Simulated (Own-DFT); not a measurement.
Si12O23 (quartz with two neutral oxygen vacancies, atoms displaced) (calculated)

A calculation, not a measurement: plane-wave PBE and HSE06 DFT by an unreviewed code, no spin, of a simulated cell at Gamma alone, so results move with cell size and shape, stress positive in tension, energies less offsets, not probed for a lower state with spin; oxygen file: force components 24 meV/angstrom off all-electron in a glass; k mesh not checked against a denser one; forces and stress are PBE's, HSE06 gives the energy alone, and its difference from PBE has offsets of its own; offsets are fitted by least squares, one for each functional and potential file, so energies compare only between cells with the same atoms and settings and are not formation energies; the far tail of each file's local potential was reset to the Coulomb form; each entry is a single point on an unrelaxed cell, so the pressure reflects the starting lattice, mostly measured values (interpolated for alloys), from which strain is counted, and rises with the displacements; printed positions are rounded, which can move forces by about a meV/angstrom; the program, named Own-DFT, is a retired in-house code; no spin-orbit coupling. Program: Own-DFT development build.

Settings shared by all entries: first functional PBE; second functional HSE06; exact exchange share 0.25; screening 0.11 1/bohr; exchange divergence Gygi-Baldereschi; potential files PseudoDojo norm-conserving, scalar-relativistic, made for PBE, standard set; wave cutoff 48 hartree; occupations fixed; k mesh 1 x 1 x 1 centred on Gamma.

(1) Si12O23 (quartz with two neutral oxygen vacancies, atoms displaced)

```
CELL_PARAMETERS angstrom
9.82680 0.00000 0.00000
-4.91340 8.51030 0.00000
0.00000 0.00000 10.81040
ATOMIC_POSITIONS crystal
Si 0.23485 0.00526 0.99414
Si 0.99816 0.23341 0.32975
Si 0.25879 0.25840 0.16658
O 0.20843 0.13940 0.05721
O 0.42157 0.29398 0.22891
O 0.37095 0.07886 0.39323
O 0.07258 0.36703 0.43836
O 0.13760 0.20850 0.27598
O 0.30126 0.43028 0.10345
Si 0.23579 0.00169 0.49877
Si 0.00118 0.23529 0.83413
Si 0.26224 0.26515 0.66357
O 0.20257 0.12788 0.55614
O 0.42632 0.29478 0.72896
O 0.36716 0.07130 0.89545
O 0.08048 0.37026 0.93791
O 0.14072 0.21331 0.76858
O 0.29324 0.42554 0.60337
Si 0.23589 0.50305 0.00280
Si 0.00175 0.73323 0.33337
Si 0.26776 0.76848 0.16418
O 0.21017 0.63443 0.05870
O 0.42356 0.79420 0.22844
O 0.37215 0.57421 0.39368
O 0.06868 0.86442 0.44065
O 0.12803 0.70626 0.27392
O 0.29181 0.92308 0.10490
Si 0.23366 0.50466 0.50519
Si 0.00007 0.73314 0.83221
Si 0.27050 0.76633 0.66650
O 0.20311 0.62752 0.56546
O 0.42966 0.79668 0.72897
O 0.36356 0.57352 0.89082
O 0.07218 0.86575 0.93961
O 0.13967 0.70865 0.77337
O 0.28875 0.92440 0.60594
Si 0.73446 0.00335 0.00223
Si 0.49942 0.23951 0.33319
Si 0.77027 0.27134 0.16741
O 0.70466 0.13403 0.05659
O 0.93569 0.30350 0.22818
O 0.86533 0.06499 0.38809
O 0.57349 0.36790 0.44093
O 0.63636 0.21369 0.27214
O 0.79277 0.42869 0.10790
Si 0.73717 0.99622 0.50037
Si 0.50250 0.23476 0.82740
Si 0.76307 0.26648 0.66893
O 0.70483 0.13340 0.55482
O 0.92926 0.29718 0.72647
O 0.86831 0.06943 0.89527
O 0.63281 0.20129 0.77328
O 0.79654 0.43030 0.60610
Si 0.73244 0.49653 0.99966
Si 0.49779 0.73564 0.33582
Si 0.77037 0.75863 0.16947
O 0.92195 0.78956 0.22631
O 0.85913 0.56434 0.39785
O 0.56864 0.86192 0.44096
O 0.63349 0.70687 0.27381
O 0.79735 0.92454 0.10543
Si 0.73919 0.50805 0.49771
Si 0.50304 0.73663 0.83969
Si 0.75936 0.76253 0.66835
O 0.70974 0.63054 0.56361
O 0.92293 0.78961 0.72466
O 0.86857 0.57252 0.88535
O 0.57264 0.86124 0.94230
O 0.63015 0.70618 0.77252
O 0.79236 0.92864 0.60098
```

* PBE energy of cell above offsets: -21.070 eV
* HSE06 less PBE above offsets: 0.041 eV
* PBE pressure: 7.44 GPa
* PBE stress xx: -8.89 GPa
* PBE stress yy: -5.53 GPa
* PBE stress zz: -7.91 GPa
* PBE stress yz: 0.95 GPa
* PBE stress xz: 1.04 GPa
* PBE stress xy: 0.98 GPa

Force:
```tsv
element	x (eV/Å)	y (eV/Å)	z (eV/Å)
Si	-0.249	-1.956	2.589
Si	0.944	-0.346	2.504
Si	0.579	3.551	0.048
O	0.008	-1.778	-1.587
O	0.373	0.175	-0.567
O	-0.447	-1.558	0.44
O	0.188	0.254	0.336
O	-1.043	-0.796	0.572
O	0.209	-1.096	1.031
Si	0.612	-1.49	-1.12
Si	0.277	-0.068	-0.575
Si	2.303	-0.12	-1.779
O	-1.241	2.151	1.441
O	-0.966	0.285	-1.51
O	1.569	1.474	-2.062
O	-0.993	-0.941	0.042
O	-2.738	-1.292	2.696
O	0.523	0.344	0.483
Si	1.825	-0.901	-1.176
Si	-2.978	-0.754	1.463
Si	-0.86	-1.708	1.228
O	-1.456	1.194	0.825
O	0.749	0.288	0.205
O	-1.644	-1.742	1.552
O	0.295	0.366	0.117
O	3.267	-0.354	-1.879
O	-1.488	2.512	-1.446
Si	1.954	-2.7	-3.955
Si	0.795	1.12	-1.252
Si	-0.786	0.39	0.597
O	-1.664	2.001	0.601
O	1	0.271	0.198
O	0.225	-0.237	0.151
O	-0.275	0.262	0.051
O	-0.953	-0.081	0.726
O	0.579	0.143	0.06
Si	1.7	-2.16	-0.086
Si	0.978	0.544	-0.069
Si	0.012	-1.443	-0.01
O	-0.68	1.816	1.468
O	-1.451	0.107	-1.796
O	0.027	0.611	-0.352
O	-0.184	0.64	0.539
O	0.074	-0.311	0.086
O	0.983	0.328	0.318
Si	-3.531	2.147	-3.264
Si	-0.016	1.232	3.599
Si	1.418	0.213	-2.87
O	0.293	0.419	0.789
O	0.046	-0.337	0.275
O	0.255	0.735	-0.669
O	0.258	-0.964	0.254
O	-0.059	-0.422	0.502
Si	-2.368	1.075	-1.758
Si	1.056	-0.353	-1.859
Si	-5.244	-1.532	-3.975
O	5.209	0.89	2.708
O	4.239	3.967	-5.402
O	0.386	1.797	1.541
O	-0.083	-0.098	0.023
O	-0.25	-0.126	-0.056
Si	-1.841	-4.874	3.394
Si	-1.525	-1.637	-2.649
Si	1.192	1.209	-1
O	-2.065	1.717	0.526
O	0.268	0.569	0.169
O	-0.839	-1.975	1.706
O	0.216	2.521	2.333
O	0.077	-0.41	0.559
O	2.956	-2.756	3.965
```

(2) Si12O23 (quartz with two neutral oxygen vacancies, atoms displaced)

```
CELL_PARAMETERS angstrom
9.82680 0.00000 0.00000
-4.91340 8.51030 0.00000
0.00000 0.00000 10.81040
ATOMIC_POSITIONS crystal
Si 0.23799 0.00369 0.99865
Si 0.99702 0.23772 0.33278
Si 0.26829 0.26757 0.16470
O 0.20736 0.13217 0.05986
O 0.42896 0.29760 0.22545
O 0.36550 0.07484 0.39443
O 0.06579 0.36861 0.44408
O 0.13658 0.20408 0.27282
O 0.29096 0.43141 0.10592
Si 0.23936 0.00294 0.49563
Si 0.99789 0.23714 0.83492
Si 0.26243 0.26766 0.66612
O 0.20639 0.13038 0.55909
O 0.42264 0.28870 0.71888
O 0.36924 0.07658 0.89543
O 0.07306 0.36656 0.93836
O 0.14070 0.20845 0.77018
O 0.29310 0.42471 0.60758
Si 0.23324 0.49970 0.99794
Si 0.99679 0.73639 0.33323
Si 0.26433 0.76437 0.16942
O 0.20952 0.63747 0.05638
O 0.42476 0.78895 0.22184
O 0.36583 0.57064 0.39135
O 0.07390 0.87526 0.43983
O 0.13019 0.70464 0.27482
O 0.29385 0.92531 0.10705
Si 0.23473 0.50089 0.49553
Si 0.99918 0.73658 0.83396
Si 0.26733 0.76192 0.66409
O 0.20250 0.63380 0.56174
O 0.42997 0.79799 0.72278
O 0.36974 0.57484 0.90017
O 0.07120 0.86621 0.94543
O 0.13408 0.70290 0.77381
O 0.30008 0.92489 0.60693
Si 0.73647 0.00015 0.00064
Si 0.49990 0.23756 0.33361
Si 0.76843 0.26153 0.17240
O 0.70795 0.13259 0.05811
O 0.92511 0.28859 0.22808
O 0.87225 0.07769 0.39508
O 0.57010 0.35912 0.43336
O 0.63211 0.20798 0.27134
O 0.79528 0.42691 0.11149
Si 0.73046 0.99623 0.49429
Si 0.49733 0.23562 0.83545
Si 0.76932 0.26847 0.66644
O 0.70748 0.13635 0.56305
O 0.86757 0.06956 0.89552
O 0.58055 0.37491 0.94121
O 0.79581 0.42673 0.60826
Si 0.73267 0.49965 0.00010
Si 0.50012 0.73899 0.33517
Si 0.76495 0.76265 0.17084
O 0.70836 0.63784 0.05848
O 0.91838 0.78877 0.23118
O 0.86597 0.57115 0.39463
O 0.56769 0.86325 0.43979
O 0.63716 0.70864 0.27382
O 0.78653 0.92436 0.10868
Si 0.73429 0.50169 0.50004
Si 0.49281 0.73297 0.83154
Si 0.76542 0.76250 0.66856
O 0.70619 0.63528 0.56087
O 0.92865 0.79981 0.72435
O 0.86855 0.57540 0.89807
O 0.56986 0.86628 0.94102
O 0.63200 0.70747 0.77324
O 0.79171 0.92456 0.60669
```

- PBE energy of cell above offsets: -21.029 eV
- HSE06 less PBE above offsets: 0.056 eV
- PBE pressure: 7.22 GPa
- PBE stress xx: -5.92 GPa
- PBE stress yy: -8.09 GPa
- PBE stress zz: -7.65 GPa
- PBE stress yz: -0.37 GPa
- PBE stress xz: -0.09 GPa
- PBE stress xy: -2.37 GPa

Force:
```tsv
element	x (eV/Å)	y (eV/Å)	z (eV/Å)
Si	-0.033	-2.128	1.243
Si	4.158	-0.194	1.313
Si	-0.932	0.335	-0.05
O	-0.725	1.083	0.226
O	0.405	0.202	-0.186
O	2.049	0.929	-2.594
O	0.079	-0.267	-0.695
O	-1.884	0.466	0.933
O	1.097	-1.354	1.282
Si	-0.716	-1.305	3.864
Si	-0.569	-1.577	-3.57
Si	2.388	-2.035	-2.296
O	-0.612	0.941	0.381
O	1.686	0.504	1.524
O	0.103	-0.891	-0.182
O	-0.418	0.622	0.923
O	-4.095	-1.079	3.696
O	-1.603	2.956	-2.151
Si	-0.909	0.977	1.027
Si	1.217	0.173	1.78
Si	-1.083	-0.387	-1.801
O	-0.573	-0.095	0.307
O	1.59	0.329	1.392
O	0.492	0.593	-0.658
O	-0.561	-1.841	-1.159
O	0.014	-0.097	0.245
O	-0.319	0.792	-0.132
Si	-0.494	-0.358	2.431
Si	0.924	0.101	-0.093
Si	-1.841	1.44	1.71
O	0.943	-2.536	-2.422
O	0.82	-0.216	0.28
O	0.636	-0.099	-1.738
O	0.002	-0.009	-0.672
O	-0.653	0.251	0.283
O	-1.18	1.366	-1.515
Si	-1.003	-1.412	-0.515
Si	-0.21	-3.173	-3.383
Si	-3.032	0.567	-3.615
O	-0.598	1.379	1.15
O	0.684	1.214	-0.845
O	-0.857	-1.534	0.246
O	1.036	5.102	4.817
O	-0.03	-0.919	0.894
O	-0.185	-0.017	-0.36
Si	1.234	1.655	3.177
Si	2.803	1.956	-3.242
Si	0.256	-1.287	4.887
O	0.597	-2.157	-2.194
O	1.012	0.589	-0.84
O	-2.903	-3.216	-1.707
O	-0.947	2.211	-1.439
Si	2.615	2.027	2.883
Si	0.695	-2.553	-3.11
Si	-1.771	0.821	-3.36
O	-0.025	-0.307	0.088
O	1.889	1.031	0.018
O	0.28	0.378	-0.433
O	-0.487	1.353	1.224
O	-2.579	-0.653	2.462
O	1.064	-0.442	1.163
Si	-0.302	-1.564	0.241
Si	1.88	1.296	0.968
Si	-1.656	1.321	0.015
O	0.027	-1.345	-1.118
O	1.769	-0.241	1.142
O	0.518	0.287	-1.008
O	-0.019	-0.027	-0.43
O	-0.375	-0.461	0.436
O	-0.783	0.528	-1.132
```

(3) Si12O23 (quartz with two neutral oxygen vacancies, atoms displaced)

```
CELL_PARAMETERS angstrom
9.82680 0.00000 0.00000
-4.91340 8.51030 0.00000
0.00000 0.00000 10.81040
ATOMIC_POSITIONS crystal
Si 0.23715 0.00102 0.99903
Si 0.00384 0.23590 0.33376
Si 0.26284 0.27000 0.16603
O 0.20833 0.13032 0.05492
O 0.42424 0.29186 0.22714
O 0.36512 0.08036 0.38835
O 0.07767 0.37191 0.43736
O 0.12868 0.20501 0.27244
O 0.29319 0.42662 0.10600
Si 0.23719 0.00146 0.50366
Si 0.00644 0.23124 0.84024
Si 0.25970 0.26072 0.66825
O 0.20745 0.14243 0.55929
O 0.42979 0.29122 0.72946
O 0.36368 0.07077 0.89703
O 0.07221 0.36472 0.94490
O 0.13905 0.21539 0.77242
O 0.29614 0.43115 0.60882
Si 0.22398 0.49753 0.00019
Si 0.00161 0.73516 0.33063
Si 0.26200 0.76243 0.16855
O 0.20623 0.63475 0.06076
O 0.42282 0.78816 0.22406
O 0.36413 0.57460 0.39146
O 0.07062 0.85970 0.44848
O 0.13110 0.70435 0.27708
O 0.29810 0.93333 0.10549
Si 0.23339 0.50126 0.49590
Si 0.00427 0.74235 0.83425
Si 0.26979 0.77009 0.66566
O 0.20559 0.63034 0.56016
O 0.42613 0.78753 0.72648
O 0.36409 0.56615 0.89156
O 0.07589 0.86499 0.94503
O 0.13747 0.70820 0.77022
O 0.29573 0.92612 0.60900
Si 0.73395 0.99851 0.00128
Si 0.49917 0.23446 0.33246
Si 0.76267 0.26353 0.16384
O 0.70222 0.13210 0.05966
O 0.92612 0.28912 0.22683
O 0.87119 0.06950 0.39091
O 0.57052 0.36309 0.43802
O 0.63252 0.20523 0.27536
O 0.79123 0.42498 0.10717
Si 0.73612 0.00380 0.50110
Si 0.50273 0.23884 0.83219
Si 0.76237 0.26488 0.66351
O 0.70614 0.13210 0.56114
O 0.92264 0.28970 0.72518
O 0.86283 0.07017 0.89374
O 0.56866 0.36543 0.93673
O 0.63370 0.20792 0.77195
O 0.79160 0.42538 0.60857
Si 0.73122 0.49877 0.99911
Si 0.50399 0.73863 0.33259
Si 0.76535 0.76610 0.16622
O 0.70913 0.63755 0.05964
O 0.93335 0.79725 0.22375
O 0.86342 0.56633 0.39146
O 0.57245 0.86858 0.44446
O 0.63229 0.70505 0.26967
O 0.79589 0.92785 0.10705
Si 0.73920 0.50506 0.49691
Si 0.49949 0.73514 0.83832
Si 0.76594 0.76707 0.66779
O 0.71578 0.64049 0.55902
O 0.86554 0.57408 0.89513
O 0.57122 0.86140 0.93867
O 0.79776 0.92447 0.61503
```

- PBE stress zz: withheld

**Q.** Si12O23 (quartz with two neutral oxygen vacancies, atoms displaced) (entry 3): PBE stress zz?
**A.** -7.29 GPa

Further results for Si12O23 (quartz with two neutral oxygen vacancies, atoms displaced) (entry 3):

* PBE energy of cell above offsets: -20.788 eV
* HSE06 less PBE above offsets: 0.055 eV
* PBE pressure: 7.1 GPa
* PBE stress xx: -5.31 GPa
* PBE stress yy: -8.71 GPa
* PBE stress yz: -1.39 GPa
* PBE stress xz: 1.8 GPa
* PBE stress xy: 0.37 GPa

Force:
```tsv
element	x (eV/Å)	y (eV/Å)	z (eV/Å)
Si	-0.011	-0.8	0.994
Si	-2.086	-0.012	0.583
Si	1.955	-3.067	-0.249
O	-2.259	3.14	2.222
O	-0.78	0.532	-0.961
O	-1.477	-3.502	2.373
O	-1.519	-1.853	-0.79
O	2.345	-0.323	-1.017
O	-1.135	1.788	-0.843
Si	-0.704	0.602	-1.394
Si	-4.014	0.493	-2.418
Si	3.023	4.797	-0.935
O	0.931	-3.167	-2.06
O	-3.234	0.433	-2.78
O	2.361	2.097	-3.095
O	-1.975	-2.211	-0.857
O	-0.927	-1.623	2.448
O	-0.068	-0.693	-0.313
Si	4.252	2.282	0.419
Si	-1.735	-0.213	2.42
Si	-0.86	2.234	-0.758
O	-0.844	-0.182	-0.345
O	1.045	0.548	0.536
O	1.201	0.916	-1.189
O	0.207	0.232	-0.458
O	1.91	-0.292	-0.892
O	1.334	-2.327	2.125
Si	1.98	0.422	2.831
Si	-1.817	-1.45	-2.47
Si	1.135	-3.33	0.216
O	-0.902	1.568	0.447
O	-0.145	0.867	-0.349
O	-0.997	-0.42	1.003
O	-0.803	-0.381	0.193
O	-1.371	-0.291	1.367
O	-0.716	2.844	-1.207
Si	-0.795	-0.314	-0.109
Si	0.391	1.482	-1.133
Si	0.486	-0.06	2.162
O	0.162	-0.959	-0.933
O	-0.956	0.324	-0.829
O	-0.818	-0.481	1.192
O	0.637	2.129	1.689
O	0.962	-0.15	-0.705
O	-0.397	0.791	-0.398
Si	2.53	-1.223	0.269
Si	0.554	-3.344	0.963
Si	1.145	0.235	1.97
O	-0.689	-0.185	-0.824
O	2.046	-0.403	1.702
O	0.9	0.271	-0.329
O	0.318	1.803	2.089
O	-0.047	-0.609	0.48
O	-0.899	1.701	-1.407
Si	0.168	0.249	-0.027
Si	-0.995	-0.714	0.727
Si	1.35	0.263	0.062
O	-0.136	-0.92	-0.614
O	-0.845	0.032	-0.218
O	1.57	1.845	-2.203
O	-0.052	-0.57	-0.769
O	-0.192	-0.132	0.925
O	-0.198	0.607	0.102
Si	-1.311	-2.685	1.727
Si	2.292	-3.029	-4.313
Si	0.925	-2.973	5.462
O	-0.206	-0.741	-1.117
O	0.722	0.378	-0.505
O	0.216	3.09	3.323
O	-2.136	4.634	-3.203
```
